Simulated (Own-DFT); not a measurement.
Simulation results for Si24O47 (quartz with one neutral oxygen vacancy, atoms displaced)

Computed with Own-DFT development build. A calculation, not a measurement: plane-wave PBE and HSE06 DFT by an unreviewed code, no spin, of a simulated cell at Gamma alone, so results move with cell size and shape, stress positive in tension, energies less offsets, not probed for a lower state with spin; oxygen file: force components 24 meV/angstrom off all-electron in a glass; k mesh not checked against a denser one; forces and stress are PBE's, HSE06 gives the energy alone, and its difference from PBE has offsets of its own; offsets are fitted by least squares, one for each functional and potential file, so energies compare only between cells with the same atoms and settings and are not formation energies; the far tail of each file's local potential was reset to the Coulomb form; each entry is a single point on an unrelaxed cell, so the pressure reflects the starting lattice, mostly measured values (interpolated for alloys), from which strain is counted, and rises with the displacements; printed positions are rounded, which can move forces by about a meV/angstrom; the program, named Own-DFT, is a retired in-house code; no spin-orbit coupling.

Common to all runs: first functional PBE; second functional HSE06; exact exchange share 0.25; screening 0.11 1/bohr; exchange divergence Gygi-Baldereschi; potential files PseudoDojo norm-conserving, scalar-relativistic, made for PBE, standard set; wave cutoff 48 hartree; occupations fixed; k mesh 1 x 1 x 1 centred on Gamma.

(1) 
```xyz
71
Lattice="9.8268 0.0000 0.0000 -4.9134 8.5103 0.0000 0.0000 0.0000 10.8104" Properties=species:S:1:pos:R:3:force_x:R:1:force_y:R:1:force_z:R:1 formula=Si24O47 PBE_energy_of_cell_above_offsets=-22.180 HSE06_less_PBE_above_offsets=-0.671 PBE_pressure=8.14 PBE_stress_xx=-10.05 PBE_stress_yy=-8.35 PBE_stress_zz=-6.01 PBE_stress_yz=-0.57 PBE_stress_xz=1.9 PBE_stress_xy=-1.82
Si    -2.6761     8.4944    10.7884       4.16     -0.276       1.31
Si     8.6728     1.9514     3.6497      0.384       2.79      -1.63
Si     1.3313     2.2112     1.7609     -2.072     -0.893      1.634
O      1.4099     1.1035     0.6179     -2.333      2.269      1.326
O      2.7449     2.5066     2.3927      1.529     -0.158      1.187
O      3.2900     0.6278     4.2092      -1.69     -3.239      1.919
O     -1.0782     3.1013     4.7973     -0.934     -0.877     -0.706
O      0.2553     1.6801     2.9757      2.244      0.408     -1.658
O      0.8308     3.5928     1.1589     -0.386      0.831     -0.266
Si    -2.6116     8.5013     5.3794      0.107      1.427      1.489
Si    -1.1374     2.0183     9.0355     -3.032     -0.851       1.05
Si     1.3214     2.3529     7.2074     -0.905     -4.964       1.52
O      1.3404     1.1556     6.0438      0.695     -0.019      0.051
O      2.7879     2.4668     7.8177      0.208      0.549      0.475
O      3.2067     0.5954     9.6993      1.879      2.142     -2.227
O     -1.1083     3.1324    10.1967      -0.36     -0.104      0.274
O      0.2318     1.7427     8.4236      5.384      0.558     -2.942
O      0.7855     3.6185     6.5383      -1.02      2.887     -0.912
Si    -0.1173     4.2072     0.0122     -1.784      1.573       1.47
Si    -3.5523     6.2844     3.5895     -5.622      0.107      1.784
Si    -1.1534     6.5190     1.8245      0.109     -0.175     -0.855
O     -1.0998     5.4130     0.6468      0.956     -1.487     -0.403
O      0.3114     6.7056     2.4678     -0.565      0.542      -0.43
O      0.8035     4.8907     4.2651      0.243      0.111     -0.336
O     -3.6017     7.4078     4.7702      0.127     -0.436     -0.541
O     -2.2188     6.0195     2.9609      4.728     -0.698     -1.677
O     -1.7017     7.8535     1.1422     -0.137      0.649       0.37
Si    -0.1714     4.2508     5.3710      1.087      0.844      0.807
Si    -3.5500     6.2505     9.0041     -4.036      4.048      0.269
Si    -1.1366     6.5030     7.2065     -0.335     -0.465      1.864
O     -1.0971     5.3948     6.0471     -0.122     -0.326     -0.143
O      0.3124     6.7594     7.8995     -1.489      0.162       -1.2
O      0.7732     4.8529     9.6777      0.808      -0.19     -0.735
O     -3.5185     7.4070    10.1721     -2.729     -3.433     -1.916
O     -2.1715     6.0302     8.4488      5.407     -0.535     -3.124
O     -1.6932     7.8571     6.5977     -0.559      1.329     -1.254
Si     2.3309     8.5058    10.7838     -0.627      1.495      2.564
Si     3.7332     1.9606     3.5843      0.642      3.611     -0.451
Si     6.2462     2.2845     1.8981     -2.166     -2.357     -4.104
O      6.2144     1.0976     0.6309      0.637       1.19      1.452
O      7.6673     2.4957     2.4522      2.804      0.156      1.849
O      8.1658     0.6387     4.2823     -0.557     -2.042      0.323
O      3.8034     3.1247     4.7777     -1.349     -1.694     -1.744
O      5.1989     1.7513     2.9781      0.208     -0.231      0.552
O      5.7285     3.6105     1.1733     -0.801      1.534     -1.143
Si     7.2082     0.0145     5.3759     -0.052     -0.188      3.967
Si     3.7814     2.0155     9.0198      -1.04     -2.756      -0.26
Si     6.1627     2.2600     7.2049      2.568      5.147     -1.831
O      6.2657     1.1970     6.0896      1.041     -3.711     -3.431
O      7.6947     2.4561     7.8607     -1.706       0.64     -0.976
O      8.1687     0.6104     9.6840      1.236      1.115     -1.294
O      3.8648     3.0826    10.1744     -0.114      1.024      0.645
O      5.1999     1.7935     8.2898     -2.398     -1.395      3.371
Si     4.7843     4.2587    10.7730      1.465     -0.026       0.94
Si     1.3642     6.2783     3.5931     -3.559     -1.114      1.365
Si     3.7569     6.4948     1.8225      0.325       0.73     -1.989
O      3.8541     5.3826     0.6201     -0.664       0.43      0.666
O      5.2058     6.7641     2.4269      1.026     -0.102       0.89
O      5.7121     4.8925     4.2651      0.703      0.541     -0.926
O      1.3646     7.3710     4.7543      0.062      0.899      0.692
O      2.7272     6.0374     2.9540      2.827     -0.978     -0.716
O      3.2522     7.8931     1.1626      0.325     -0.425      0.595
Si     4.7804     4.2127     5.3735      1.383     -0.232       3.45
Si     1.2861     6.2146     9.0274      2.503      1.821      0.477
Si     3.7845     6.5263     7.1833      0.963     -0.686      0.839
O      3.8459     5.3705     6.0908       0.38     -1.073     -1.314
O      5.1990     6.7793     7.8805      1.425      0.065      0.221
O      5.6817     4.9745     9.6017      -1.61      -4.11      2.208
O      1.4212     7.3968    10.1886     -1.787     -3.122     -1.769
O      2.7474     6.0838     8.2843       -2.1     -1.426       2.39
O      3.2473     7.8867     6.6487     -1.944       3.17     -3.351
```

Units: PBE_energy_of_cell_above_offsets, HSE06_less_PBE_above_offsets in eV; PBE_pressure, PBE_stress_xx, PBE_stress_yy, PBE_stress_zz, PBE_stress_yz, PBE_stress_xz, PBE_stress_xy in GPa; force_x, force_y, force_z in eV/Å.

(2) 
```xyz
71
Lattice="9.8268 0.0000 0.0000 -4.9134 8.5103 0.0000 0.0000 0.0000 10.8104" Properties=species:S:1:pos:R:3:force_x:R:1:force_y:R:1:force_z:R:1 formula=Si24O47 PBE_energy_of_cell_above_offsets=-23.673 HSE06_less_PBE_above_offsets=-0.736 PBE_pressure=7.75 PBE_stress_xx=-9.58 PBE_stress_yy=-5.97 PBE_stress_zz=-7.7 PBE_stress_yz=-0.13 PBE_stress_xz=-0.47 PBE_stress_xy=-1.44
Si    -2.6276     8.4489    10.7977      2.235      3.948        2.2
Si    -1.1574     2.0054     3.5953      0.649     -0.024     -0.574
Si     1.3318     2.2152     1.8365     -0.124      2.147      -1.04
O      1.3909     1.1525     0.6653      0.074     -1.479     -1.148
O      2.7652     2.4857     2.4788       0.88      0.406      0.243
O      3.2508     0.6526     4.2255     -0.746     -1.808      1.484
O     -1.0724     3.0760     4.7591      0.263      1.703      1.397
O      0.3031     1.7720     2.9573     -0.643     -0.431      0.656
O      0.8075     3.6522     1.1370      1.154     -1.555      1.618
Si    -2.5969     8.5023     5.4431      0.337      1.097     -2.842
Si    -1.1455     2.0191     9.0204     -0.148     -1.731      0.905
Si     1.2993     2.2400     7.2163       0.76     -0.375     -1.373
O      1.3998     1.1515     6.0265      -0.76      0.276      0.397
O      2.7304     2.5179     7.8312      1.113      0.271      0.139
O      3.2527     0.6521     9.7077     -0.044      -0.31     -0.972
O     -1.0723     3.1353    10.1870     -0.802     -0.939     -0.754
O      0.3262     1.7965     8.3503     -1.911     -1.031      1.986
O      0.7825     3.5869     6.5798      0.023      1.139      0.161
Si    -0.1367     4.2476     0.0241      0.616      0.963     -0.302
Si     6.1992     6.2290     3.5775      1.197      2.036      0.563
Si    -1.1935     6.5088     1.8372      3.859      0.576     -2.477
O     -1.0533     5.4006     0.6427     -0.709      0.541      0.289
O      0.2927     6.7858     2.4709     -0.531     -0.087      -0.26
O      0.8024     4.8715     4.2473     -0.217      -0.31      0.596
O     -3.5136     7.3757     4.7648     -0.479     -1.143     -0.677
O     -2.1620     6.0292     2.9109     -2.916     -1.677      3.086
O     -1.6924     7.8748     1.1927     -0.489      0.753     -0.714
Si    -0.1262     4.2349     5.4619     -0.652      0.961     -2.427
Si     6.1890     6.2716     9.0076      0.604     -0.207      0.514
Si    -1.1435     6.5652     7.2544     -1.887      -1.35     -2.614
O     -1.0543     5.4362     6.0368     -0.216      0.148      0.495
O      0.2643     6.6881     7.8653      2.264      0.975      0.808
O      0.8251     4.8876     9.6761     -0.547     -1.226      0.315
O     -3.5723     7.3931    10.2190     -1.955     -2.845     -2.207
O     -2.1837     5.9805     8.3224     -0.837       0.32      0.901
O     -1.6551     7.9376     6.5619       1.18     -0.698       1.68
Si     2.3305     8.4738    10.8002     -1.705      1.625      2.173
Si     3.8150     2.0069     3.6399       -1.1     -0.194     -1.492
Si     6.2634     2.2388     1.8563     -3.096     -0.722     -4.314
O      6.2985     1.1351     0.6229     -0.052      0.675      0.707
O      7.6367     2.4820     2.4458      3.721       1.03      1.477
O      8.1603     0.6443     4.2132     -1.167     -1.834      1.336
O      3.8564     3.1160     4.7726     -0.403      0.251      0.216
O      5.2321     1.7421     2.9442     -0.304     -0.321      1.026
O      5.7424     3.6446     1.1566      0.119     -0.231      0.692
Si     7.1914     0.0219     5.4253      1.759     -1.215     -2.349
Si     3.7499     2.0350     8.9654      0.243     -1.786      0.751
Si     6.2388     2.2777     7.1947      -2.59      2.324     -1.561
O      6.3012     1.1455     6.0393     -1.044      0.488      0.372
O      7.6741     2.4725     7.8402      1.282      0.318       0.44
O      8.1458     0.5597     9.6949      2.805      2.961     -3.352
O      3.8324     3.0583    10.1661      0.608      2.441      1.559
O      5.2318     1.7624     8.3695     -0.068     -0.141     -0.194
Si     4.7691     4.2483     0.0350     -0.006     -0.895     -1.524
Si     1.3283     6.2864     3.6152     -1.572     -2.293     -1.481
Si     3.7942     6.5045     1.8111     -2.625      1.366     -0.809
O      3.8812     5.4598     0.6019     -0.319     -0.585     -0.182
O      5.2062     6.7784     2.4371      1.396      0.206      0.607
O      5.6560     4.8953     4.2490      2.407      0.851     -3.011
O      1.3703     7.3613     4.7322      0.501      2.417      2.499
O      2.7407     6.0113     2.9364      1.275     -0.354      -0.24
O      3.1994     7.9063     1.1739      1.665     -1.444       1.72
Si     4.7987     4.2759     5.3391      -0.99     -2.855      5.365
Si     1.2917     6.2372     9.0149      0.982      1.343      0.967
Si     3.7647     6.5434     7.2133     -1.062     -2.011     -1.348
O      3.8129     5.3721     6.0000     -0.064      1.281      1.332
O      5.1888     6.7634     7.8509      1.163      0.593       0.24
O      5.6923     4.8863     9.6350     -0.318     -0.624      0.404
O      1.3848     7.3995    10.1872     -1.661     -2.513      -1.86
O      2.7563     6.0094     8.3617     -0.018      0.074     -0.137
O      3.2766     7.8954     6.5309     -0.356      0.735      -0.08
```

Units: PBE_energy_of_cell_above_offsets, HSE06_less_PBE_above_offsets in eV; PBE_pressure, PBE_stress_xx, PBE_stress_yy, PBE_stress_zz, PBE_stress_yz, PBE_stress_xz, PBE_stress_xy in GPa; force_x, force_y, force_z in eV/Å.

(3) 
```xyz
71
Lattice="9.8268 0.0000 0.0000 -4.9134 8.5103 0.0000 0.0000 0.0000 10.8104" Properties=species:S:1:pos:R:3:force_x:R:1:force_y:R:1:force_z:R:1 formula=Si24O47 PBE_energy_of_cell_above_offsets=-23.406 HSE06_less_PBE_above_offsets=-0.576 PBE_pressure=7 PBE_stress_xx=-8.63 PBE_stress_yy=-6.36 PBE_stress_zz=-6.01 PBE_stress_yz=2.04 PBE_stress_xz=-0.88 PBE_stress_xy=1.94
Si    -2.6313     8.5013    10.7921      1.705     -0.756      0.012
Si     8.6436     1.9824     3.5356      2.449      0.581      4.167
Si     1.2843     2.2573     1.8143      1.072       -0.6     -1.377
O      1.3632     1.1031     0.6133     -0.815      1.762      1.579
O      2.7401     2.5378     2.4690     -0.437       -0.1      -1.16
O      3.2940     0.6309     4.3075      0.058      -0.64     -0.756
O     -1.1118     3.1177     4.7535      0.341      0.001     -0.334
O      0.3151     1.8030     2.9778     -0.644     -0.863      0.381
O      0.7646     3.6125     1.1575     -0.179      0.566     -0.414
Si    -2.5717     8.4764     5.4447      -2.13      0.337     -2.345
Si     8.6503     1.9731     8.9990      2.713      0.488     -0.772
Si     1.3123     2.2900     7.1838     -2.353     -2.028     -0.302
O      1.4013     1.0967     6.0761     -0.625      0.867      0.189
O      2.6769     2.5322     7.8448        4.4      0.159      2.195
O      3.2371     0.6728     9.6200     -1.352     -3.255      1.826
O     -1.0718     3.1123    10.1051     -0.469      0.522      0.902
O      0.3069     1.7514     8.3649     -0.289     -0.002     -0.118
O      0.7752     3.6502     6.5667     -0.292      1.032      -0.55
Si    -0.1639     4.2335    10.7813      1.369      0.731     -0.378
Si     6.1454     6.2111     3.5283      2.128      3.097      2.561
Si    -1.1498     6.5246     1.8725     -0.358     -1.821     -3.331
O     -1.0710     5.3762     0.5991     -0.737      1.678      1.996
O      0.2921     6.7944     2.4613      0.271      0.599     -0.535
O      0.7864     4.8430     4.2152      0.997      2.031     -1.331
O     -3.6096     7.3936     4.7491      0.818     -0.394     -0.654
O     -2.1902     6.0215     2.9359     -0.308     -0.716      0.822
O     -1.6613     7.8465     1.1746     -0.943      1.966     -1.459
Si    -0.1318     4.2966     5.3910     -1.018     -2.426     -0.219
Si    -3.6054     6.2541     9.0200     -1.634     -2.587      1.479
Si    -1.1493     6.4673     7.2024        1.2      2.224      0.621
O     -1.1276     5.3528     6.0683     -0.188       0.27     -0.443
O      0.3690     6.7492     7.8466     -2.207      0.239     -1.543
O      0.8239     4.9311     9.6660     -0.977      -2.12      1.017
O     -3.6111     7.3652    10.1980      0.515      0.438      0.033
O     -2.1388     5.9903     8.3819      0.033      0.053      0.254
O     -1.6252     7.9393     6.5635      1.696     -2.508      2.158
Si     7.2388     0.0046     0.0108      0.255     -0.191     -0.371
Si     3.7803     1.9361     3.5124     -1.617      1.321      3.424
Si     6.2728     2.3145     1.8053     -1.793     -3.435      -0.14
O      6.2795     1.1126     0.6597     -0.011      1.136      0.788
O      7.6749     2.5356     2.4697     -0.484       0.99     -1.723
O      8.1782     0.6102     4.2358      0.409     -0.013     -0.818
O      3.8001     3.1015     4.7271      0.562     -0.175     -0.421
O      5.2143     1.7531     2.9509      2.749     -0.019     -1.556
O      5.7323     3.6072     1.1315      0.201      1.247      0.461
Si     7.2564     0.0081     5.3918      0.715     -0.347      1.123
Si     3.7729     1.9869     9.0140     -2.091      2.914      -1.54
Si     6.2066     2.2361     7.2053      0.534      1.152     -0.914
O      6.2915     1.1482     5.9759     -0.405      1.051      1.199
O      7.6986     2.4806     7.8542     -2.385      0.405     -1.787
O      8.1793     0.6428     9.6629     -0.746     -1.849      1.036
O      3.7654     3.1423    10.1497       0.81      0.361      0.543
O      5.1941     1.7459     8.3735        1.5     -0.124     -0.849
O      5.6775     3.7029     6.5660      1.921     -2.565      2.367
Si     4.7956     4.2398     0.0217      0.393      1.546     -4.065
Si     1.3164     6.2927     3.5365      0.329     -1.295      3.504
Si     3.7462     6.5053     1.8061      0.641     -1.241     -1.856
O      3.8723     5.3998     0.5912     -1.039      0.973      1.496
O      5.1829     6.7656     2.4247      0.022      0.539     -0.822
O      5.7522     4.9148     4.2613     -1.555     -3.133      1.317
O      1.4143     7.3975     4.7738     -1.025     -1.832     -1.524
O      2.7771     6.0116     2.9495     -0.659     -0.638      0.727
O      3.2334     7.8425     1.1639     -0.305      1.701     -0.305
Si     4.7546     4.2121     5.4155     -0.557      0.587     -2.787
Si     1.3367     6.2652     9.0143     -0.906      0.338      0.502
Si     3.7164     6.4722     7.1852      1.654     -1.191      1.139
O      3.8320     5.3728     5.9976     -0.946        0.8      0.643
O      5.1865     6.7314     7.8871     -0.435      -0.01     -0.871
O      1.4349     7.3654    10.1699     -0.607      0.504       0.45
O      2.7545     6.0380     8.4110      2.154     -0.674      -1.23
O      3.2637     7.8384     6.5765     -1.089      2.342     -1.307
```

Units: PBE_energy_of_cell_above_offsets, HSE06_less_PBE_above_offsets in eV; PBE_pressure, PBE_stress_xx, PBE_stress_yy, PBE_stress_zz, PBE_stress_yz, PBE_stress_xz, PBE_stress_xy in GPa; force_x, force_y, force_z in eV/Å.
